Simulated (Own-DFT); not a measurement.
# Which arrangement is lower? Ga32P32, 64 atoms

All numbers below are calculated, not measured. They come from Own-DFT, an in-house plane-wave density functional program, since retired, whose code no person has reviewed. Each row is one single-point run on a periodic cell that was not relaxed, without spin or spin-orbit coupling.

Settings of every run: PBE; PseudoDojo norm-conserving scalar-relativistic files; cutoff 42 hartree; 3 x 3 x 3 k mesh centred on Gamma; Fermi-Dirac smearing of 0.1 eV.

Known limits, some of them of some rows only: not probed for a lower state with spin; forces on such cells failed a check on a denser k mesh; forces on such cells passed a denser k mesh, each cell not checked; stress not checked against mesh or cutoff.

All cells hold the same atoms in the same cell, with vectors in Å (10.901, 0.000, 0.000); (0.000, 10.901, 0.000); (0.000, 0.000, 10.901). Every atom was moved at random from its ideal site; u is the rms move along one axis. The defect's site can differ from row to row. E is the free energy of the cell above the lowest run. The arrangements:

- A: zincblende GaP
- B: zincblende GaP, with one Ga on a P site and one P on a Ga site, 2.4 Å apart

```
arrangement,u (Å),E (eV),P (GPa)
A,0.0199,0.016,2.72
A,0.0206,0.000,2.70
A,0.0216,0.116,2.74
A,0.0482,2.079,3.17
A,0.0499,2.663,3.39
A,0.0511,2.432,3.27
B,0.0292,3.534,2.96
B,0.0296,3.899,3.04
B,0.0302,3.692,3.00
B,0.0499,5.590,3.42
B,0.0512,5.486,3.47
B,0.0518,5.480,3.46
```

Question: once the cost of the random moves is taken out, how do the arrangements rank?

## Worked answer

Fit E = a + b u², with one b for all and one a for each arrangement, and with residuals divided by u², since the noise grows with the moves. Then b = 1115 eV/Å², the scatter at u = 0.04 Å is 0.19 eV, and against A:

- B: 3.15 ± 0.07 eV (higher)

These are energies of unrelaxed cells. Relaxing the atoms lowers the strained arrangements most, so the gaps would shrink and small ones could change sign.
